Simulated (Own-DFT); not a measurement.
## Calculated data, SiC (4H silicon carbide, atoms displaced)

Computed with Own-DFT development build. A calculation, not a measurement: plane-wave PBE density functional theory by an unreviewed code, no spin, of a simulated periodic cell, stress positive in tension, free energy of the whole cell less one offset for each atom, forces on such cells passed a denser k mesh, this cell's mesh not checked; offsets are fitted by least squares, one for each functional and potential file, so energies compare only between cells with the same atoms and settings and are not formation energies; the far tail of each file's local potential was reset to the Coulomb form; each entry is a single point on an unrelaxed cell, so the pressure reflects the starting lattice, mostly measured values (interpolated for alloys), from which strain is counted, and rises with the displacements; printed positions are rounded, which can move forces by about a meV/angstrom; the program, named Own-DFT, is a retired in-house code; no spin-orbit coupling.

Common to all runs: functional PBE; potential files PseudoDojo norm-conserving, scalar-relativistic, standard set; wave cutoff 42 hartree; occupations Fermi-Dirac; smearing width 0.1 eV; hardware one NVIDIA H100; k mesh 5 x 5 x 3 centred on Gamma.

(1) 
```xyz
32
Lattice="6.1654 0.0000 0.0000 -3.0827 5.3394 0.0000 0.0000 0.0000 10.0681" Properties=species:S:1:pos:R:3:force_x:R:1:force_y:R:1:force_z:R:1 formula=SiC free_energy_of_cell_above_offsets=-2.044 pressure=5.72 stress_xx=-3.92 stress_yy=-4.02 stress_zz=-9.21 stress_yz=0.21 stress_xz=-0.67 stress_xy=-2.7 wall_time=124.9
Si     3.0541     5.3032     3.9917      1.908      0.454      2.422
Si     0.0706     1.8822     1.6308     -1.347     -3.169     -1.717
C      3.0305     5.2840     0.9878      0.481      0.958      0.342
C      0.0351     1.7541     3.4488     -0.571      0.357      0.437
Si    -1.5383     2.6714     4.0512      0.998     -0.365      1.995
Si    -1.4992     4.4361     1.5368     -2.496     -0.411      0.518
C     -1.4754     2.6585     0.9704      -1.07     -0.491     -0.681
C     -1.4730     4.4063     3.4543     -1.559      0.791     -1.035
Si     3.0253     0.0509     4.0367      1.041     -0.281      1.989
Si     3.1004     1.7127     1.5872      0.167      1.537     -3.003
C     -0.0546     5.3128     0.9356      1.456      0.432      0.173
C      3.1278     1.8260     3.3324     -1.164     -0.479      3.403
Si     1.5215     2.6451     4.0150       1.06      0.801      1.757
Si     1.4403     4.3739     1.7046      1.783      1.181     -4.029
C      1.5253     2.6502     0.8788      1.305      0.051      2.046
C      1.5134     4.5301     3.4720     -0.864     -2.018       0.78
Si    -0.0046     0.0319     9.1769       0.29     -1.536     -0.936
Si     2.9974     3.5285     6.5879      3.752      0.838      0.701
C     -3.0206     5.2704     5.9763     -0.868      1.429     -0.472
C      2.9297     3.5329     8.4603      3.601       1.34      0.756
Si    -1.4821     2.5813     9.1288     -1.718      2.146     -0.063
Si     4.6581     0.8652     6.7148      0.313      -0.19       -4.7
C     -1.4464     2.6797     6.0482     -2.015     -1.243      -1.43
C      4.6600     0.8994     8.4521     -0.645     -1.113      3.466
Si     3.0569     0.0097     9.1501      1.106     -0.869     -1.118
Si     0.0566     3.5597     6.6246     -0.046     -1.685      0.138
C     -0.0050     5.2099     5.9746      0.896      3.635     -0.473
C     -0.0017     3.5200     8.5240       0.13      0.854     -0.157
Si     1.5538     2.6590     9.1207     -1.186     -0.162     -0.263
Si     1.6129     0.9013     6.6527     -0.683     -1.864     -2.927
C      1.6487     2.6151     5.9455      -2.55     -0.345     -1.336
C      1.6244     0.9184     8.4154     -1.504     -0.584      3.418
```

Units: free_energy_of_cell_above_offsets in eV; pressure, stress_xx, stress_yy, stress_zz, stress_yz, stress_xz, stress_xy in GPa; wall_time in s; force_x, force_y, force_z in eV/Å.

(2) 
```xyz
32
Lattice="6.1654 0.0000 0.0000 -3.0827 5.3394 0.0000 0.0000 0.0000 10.0681" Properties=species:S:1:pos:R:3:force_x:R:1:force_y:R:1:force_z:R:1 formula=SiC free_energy_of_cell_above_offsets=-2.267 pressure=5.31 stress_xx=-3.94 stress_yy=-4.5 stress_zz=-7.49 stress_yz=-0.71 stress_xz=1.25 stress_xy=1.8 wall_time=128.1
Si     6.1008     0.0367     4.1684      0.607     -0.599     -2.082
Si    -0.1893     1.7755     1.5432      4.304      0.852      0.935
C     -0.0164     0.0579     1.0483      1.608      -0.86     -3.163
C      0.0874     1.7204     3.4057     -2.035      1.635      1.034
Si    -1.5344     2.6962     4.0559      0.269     -0.628      0.243
Si    -1.5533     4.4715     1.6520     -0.542     -0.167     -1.153
C      4.5948     2.6833     0.9840     -2.883      0.784     -1.047
C     -1.5888     4.5095     3.4675     -0.243      -1.35      0.804
Si     0.0021     5.2884     3.9686     -1.322      1.262      2.865
Si     2.9935     1.7400     1.5465     -0.444      0.754     -0.356
C     -0.0438     5.2608     0.9546      0.846      1.448     -0.658
C      3.0538     1.7362     3.4379       1.04      0.878      0.006
Si     1.5797     2.6876     4.0770     -0.921     -1.616      0.764
Si     1.6510     4.5133     1.5908     -3.528     -1.923     -0.482
C      1.4276     2.7781     0.8572      1.326      -1.91      1.465
C      1.4739     4.3986     3.4610      2.013      0.866     -0.194
Si     3.0899     5.2955     9.0246     -0.567      1.339      2.262
Si     3.1148     3.4921     6.5783     -1.425      1.523     -0.466
C      3.0274     5.3042     5.9422      0.525      0.456      2.548
C      3.1131     3.5867     8.4241     -0.613     -1.388      1.113
Si     4.5487     2.6682     9.1529      1.854     -0.134     -0.308
Si     4.6039     0.9178     6.6184      -0.33      0.009     -0.706
C     -1.5667     2.7339     5.9664      2.174     -1.527     -0.415
C      4.6388     0.8900     8.5286     -1.091     -0.277     -0.249
Si    -0.0427     5.2686     9.0730      0.917      0.262       1.08
Si     0.1158     3.5490     6.6853     -3.159      1.235     -2.198
C      3.0107     0.0475     6.0012      2.351     -1.529      -0.84
C     -0.0065     3.5007     8.4639      0.013     -0.039       1.86
Si     1.5973     2.5924     9.1082      -1.36      2.594      0.023
Si     1.5679     0.8305     6.7060     -1.803      1.058     -4.278
C      1.5087     2.6637     6.0347      1.756     -1.233     -1.334
C      1.5107     0.9169     8.4385      0.665     -1.774      2.928
```

Units: free_energy_of_cell_above_offsets in eV; pressure, stress_xx, stress_yy, stress_zz, stress_yz, stress_xz, stress_xy in GPa; wall_time in s; force_x, force_y, force_z in eV/Å.

(3) 
```xyz
32
Lattice="6.1654 0.0000 0.0000 -3.0827 5.3394 0.0000 0.0000 0.0000 10.0681" Properties=species:S:1:pos:R:3:force_x:R:1:force_y:R:1:force_z:R:1 formula=SiC free_energy_of_cell_above_offsets=-1.478 pressure=6.08 stress_xx=-9.5 stress_yy=-3.09 stress_zz=-5.65 stress_yz=-0.7 stress_xz=0.9 stress_xy=1.13 wall_time=121
Si     0.0396     0.0251     4.0865     -1.212     -0.621       0.22
Si     0.0088     1.8652     1.6461     -0.859     -1.861     -1.062
C      0.0522     0.0564     1.0008     -1.331     -1.444     -0.259
C      0.0822     1.8236     3.5457      -3.46      -1.11     -1.552
Si     4.6215     2.6565     4.1496      -0.19      0.968     -0.182
Si    -1.5382     4.4086     1.5892      0.045      0.453     -1.628
C     -1.4880     2.6415     0.8354     -1.624      0.582      2.707
C     -1.5254     4.5150     3.3916     -0.511     -1.975      2.112
Si     0.0242     5.2476     4.0730     -2.714      3.034       1.32
Si     2.9915     1.7434     1.6012      2.886      1.093      0.484
C      3.0890     0.0541     1.0227      0.268     -2.546     -0.654
C      3.0295     1.8253     3.5607      3.513     -2.348     -2.206
Si     1.5686     2.5629     4.0250     -0.601      4.974      4.005
Si     1.5494     4.3900     1.5753      0.348      1.951      1.465
C      1.5397     2.6037     0.9737     -0.081      1.969     -0.773
C      1.4582     4.5132     3.5727      4.624     -2.939     -3.072
Si     2.9940     5.2455     9.1547      1.842      1.644     -0.166
Si     3.0997     3.6272     6.6658     -1.169      0.161      -3.09
C      6.1157     0.0351     5.9431      1.384      0.257      0.902
C      3.0881     3.5039     8.4053     -0.582      0.552        3.9
Si    -1.4943     2.7439     9.0690     -2.401     -3.349      0.641
Si     4.5638     0.8659     6.6305      0.709     -0.115     -0.396
C      4.5767     2.6955     6.0663      0.552     -0.739     -1.291
C      4.6044     0.8264     8.4893     -0.203      0.752      0.645
Si     0.0565     5.2347     9.2287     -1.861      3.405     -0.879
Si     0.0097     3.5394     6.4862     -0.549      0.206      2.695
C      0.0097     5.2693     5.9489     -1.053      1.618      0.227
C     -0.0535     3.5697     8.6165      2.734      0.014     -2.908
Si     1.5093     2.7230     9.1173      0.361     -2.931       -0.2
Si     1.5684     0.8925     6.6636     -0.812      0.173     -0.612
C      1.5462     2.7645     6.0197       1.14     -2.545     -0.947
C      1.4869     0.8115     8.5381      0.807      0.719      0.554
```

Units: free_energy_of_cell_above_offsets in eV; pressure, stress_xx, stress_yy, stress_zz, stress_yz, stress_xz, stress_xy in GPa; wall_time in s; force_x, force_y, force_z in eV/Å.

(4) 
```xyz
32
Lattice="6.1654 0.0000 0.0000 -3.0827 5.3394 0.0000 0.0000 0.0000 10.0681" Properties=species:S:1:pos:R:3:force_x:R:1:force_y:R:1:force_z:R:1 formula=SiC free_energy_of_cell_above_offsets=-2.147 pressure=5.86 stress_xx=-6.59 stress_yy=-6.28 stress_zz=-4.7 stress_yz=0.38 stress_xz=-0.45 stress_xy=-1.77 wall_time=125.6
Si     6.1435     0.0126     4.0874      1.357      0.303     -0.165
Si    -0.0182     1.8349     1.5158      1.936     -1.239          2
C      5.9811     0.0882     1.0004      4.189     -1.101     -1.629
C      0.0587     1.7443     3.5334     -1.315      1.973      -1.29
Si     4.5407     2.6525     4.0991      2.749       0.89     -0.317
Si    -1.4322     4.3788     1.6226     -2.045      2.287     -1.277
C     -1.5191     2.6623     1.0440     -1.801      0.001     -1.716
C     -1.5607     4.5219     3.4184      0.776     -1.544      2.359
Si     3.1639     0.0430     4.0946     -2.943     -1.101      0.294
Si     3.0641     1.7233     1.6362       0.08      0.515     -2.404
C      0.0789     5.2891     0.9642     -1.521      0.451     -0.075
C      3.0857     1.7280     3.4403     -0.491      1.713      1.298
Si     1.5675     2.6963     4.1229     -0.888     -0.688      0.715
Si     1.5744     4.4733     1.6707     -0.696     -1.413     -1.269
C      1.5740     2.6745     0.8796     -0.267      0.155      1.249
C      1.5340     4.5125     3.5301      0.789     -1.866     -0.469
Si     3.0828     5.2593     9.1218     -0.282      1.298       1.71
Si     3.0711     3.6944     6.5904     -0.194     -3.594      1.131
C      6.1441     0.0140     5.9551       -0.3      0.956     -0.211
C      3.0536     3.5444     8.5147      0.997     -0.509     -0.615
Si     4.5872     2.5836     9.1828      0.077      0.548     -0.327
Si     4.5330     0.9186     6.5302       1.87     -1.338      2.759
C     -1.4853     2.6131     6.0247     -2.835      2.085     -1.547
C      4.5964     0.7639     8.5446      1.565      2.521     -2.102
Si     0.0667     5.3110     9.1105     -3.193     -0.109      1.339
Si    -0.0899     3.5128     6.6440      2.859      1.384     -0.578
C      3.0775     0.0800     5.9416     -1.221     -2.374      0.261
C     -0.0206     3.5627     8.5081     -1.939     -0.248     -0.231
Si     1.4727     2.7527     9.0382      1.576     -2.711      1.338
Si     1.5207     0.8301     6.6181      0.068      1.619      0.068
C      1.5463     2.6499     6.0600     -0.043      0.846     -0.951
C      1.4855     0.8553     8.4878       1.09       0.29      0.649
```

Units: free_energy_of_cell_above_offsets in eV; pressure, stress_xx, stress_yy, stress_zz, stress_yz, stress_xz, stress_xy in GPa; wall_time in s; force_x, force_y, force_z in eV/Å.

(5) 
```xyz
32
Lattice="6.1654 0.0000 0.0000 -3.0827 5.3394 0.0000 0.0000 0.0000 10.0681" Properties=species:S:1:pos:R:3:force_x:R:1:force_y:R:1:force_z:R:1 formula=SiC free_energy_of_cell_above_offsets=-2.137 pressure=6 stress_xx=-6.18 stress_yy=-5.51 stress_zz=-6.32 stress_yz=-1.12 stress_xz=-0.87 stress_xy=1.68 wall_time=118.3
Si    -3.0494     5.3236     4.0990     -0.476     -0.283      0.648
Si     0.0195     1.7476     1.6211     -1.027      1.333     -1.445
C      0.0310     0.0550     1.0109     -0.132     -1.699     -1.508
C     -0.0445     1.7019     3.4322       1.57      1.272      1.387
Si     4.6292     2.5360     4.0883      1.355      3.796       1.42
Si    -1.4770     4.3952     1.5298      -1.26      1.767      1.079
C      4.5379     2.7129     0.8757      1.554     -1.505      0.849
C     -1.5597     4.4687     3.4945       1.87      -1.41      -0.86
Si     0.0748     5.3309     4.0551     -2.863      0.948      1.912
Si     3.0079     1.8148     1.5347      2.619     -0.599      1.579
C      3.0869     0.0677     0.8734      0.458      -1.45       2.69
C      3.1671     1.8050     3.5527     -3.599     -1.432     -2.967
Si     1.5416     2.6810     4.0995      0.205     -0.314     -1.485
Si     1.5585     4.4679     1.6101      0.109      0.253     -1.132
C      1.5626     2.6373     0.9621     -2.464      1.863     -0.637
C      1.5222     4.5155     3.4750      1.569     -2.114     -0.263
Si     0.0160     0.0696     9.1288      0.917     -1.125      1.241
Si     3.1196     3.6298     6.7135     -1.083     -1.896     -2.081
C      0.0223     0.0126     6.0455     -1.123     -0.191     -1.117
C      3.0972     3.5350     8.5683     -2.235      1.683     -0.855
Si     4.5297     2.6337     9.0796      2.727      2.552      1.462
Si     4.6145     0.8042     6.7112      0.292      2.317     -1.777
C      4.5850     2.7220     5.9847      0.006     -1.912      0.084
C      4.7423     1.0112     8.5131     -1.817       -3.6      0.141
Si     3.1027     0.0030     9.1811      0.456      0.093     -2.906
Si    -0.1017     3.5916     6.5560      2.392     -1.026      0.086
C      3.0731     0.0184     6.0758      0.467     -0.411     -2.116
C      0.0187     3.5905     8.4215     -1.185       0.07       1.35
Si     1.4546     2.6786     9.0708      1.497      -0.59      0.762
Si     1.5261     0.8783     6.5769      0.833      1.247      0.695
C      1.5899     2.6184     5.8600     -1.062      1.545      3.611
C      1.5917     0.8663     8.4839     -0.571      0.819      0.153
```

Units: free_energy_of_cell_above_offsets in eV; pressure, stress_xx, stress_yy, stress_zz, stress_yz, stress_xz, stress_xy in GPa; wall_time in s; force_x, force_y, force_z in eV/Å.
